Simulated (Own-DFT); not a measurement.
# Which defects push the lattice out? 2H SiC

The numbers are computed, not measured, by runs of the plane-wave DFT program Own-DFT (in-house, retired, unreviewed) at fixed positions, with no spin and no spin-orbit coupling.

Common settings: PBE; PseudoDojo norm-conserving scalar-relativistic files; cutoff 42 hartree; 4 x 4 x 3 k mesh centred on Gamma; Fermi-Dirac smearing of 0.1 eV.

Keep in mind (not all hold for every row): not probed for a lower state with spin; forces on such cells moved up to 12 meV/angstrom on a denser k mesh; forces on such cells passed a denser k mesh, each cell not checked; stress not checked against mesh or cutoff.

All runs share one cell, with vectors in Å (9.248, 0.000, 0.000); (-4.624, 8.009, 0.000); (0.000, 0.000, 10.068) and a volume of 745.7 Å³. The atoms are randomly displaced, by u rms on each axis. The defect's site can differ from row to row.

| cell | formula | u (Å) | P (GPa) |
|---|---|---|---|
| no defect | C36Si36 | 0.0270 | 3.71 |
| no defect | C36Si36 | 0.0572 | 5.82 |
| no defect | C36Si36 | 0.0660 | 7.14 |
| one C on a Si site and one Si on a C site | C36Si36 | 0.0284 | 7.15 |
| one C on a Si site and one Si on a C site | C36Si36 | 0.0299 | 7.22 |
| one C on a Si site and one Si on a C site | C36Si36 | 0.0490 | 9.12 |
| one C on a Si site and one Si on a C site | C36Si36 | 0.0510 | ? |
| two Al on a Si site each | Al2C36Si34 | 0.0290 | 5.91 |
| two Al on a Si site each | Al2C36Si34 | 0.0466 | 7.15 |
| two Al on a Si site each | Al2C36Si34 | 0.0529 | 8.38 |
| two N on a C site each | C34N2Si36 | 0.0294 | 2.91 |
| two N on a C site each | C34N2Si36 | 0.0499 | 4.49 |
| two N on a C site each | C34N2Si36 | 0.0543 | 4.88 |
| one C vacancy | C35Si36 | 0.0290 | 3.72 |
| one C vacancy | C35Si36 | 0.0307 | 3.80 |
| one C vacancy | C35Si36 | 0.0323 | 3.86 |

## Worked fit

P = P0 + c u² + a shift for each defect gives P0 = 2.73 GPa, c = 1015 ± 60 GPa/Å² and a scatter of 0.22 GPa. The shifts, and each times the cell's volume:

- one C on a Si site and one Si on a C site: 3.71 ± 0.20 GPa, 17.3 eV
- two Al on a Si site each: 2.46 ± 0.18 GPa, 11.4 eV (5.7 eV for each of its 2 sites)
- one C vacancy: 0.11 ± 0.21 GPa, 0.5 eV (not resolved)
- two N on a C site each: -0.77 ± 0.18 GPa, -3.6 eV (-1.8 eV for each of its 2 sites)

Positive is outwards. The product with the volume (160.2 GPa Å³ to the eV) is nearly free of the cell's size; divided by the bulk modulus at the cell's pressure it gives the volume that the defect adds. The atoms around the defects weren't relaxed, which would change these numbers.

## The run left out

Question: what pressure belongs in the blank (one C on a Si site and one Si on a C site, u = 0.0510 Å)?

The fitted form gives 9.08 ± 0.26 GPa. The calculation gave 9.40 GPa.
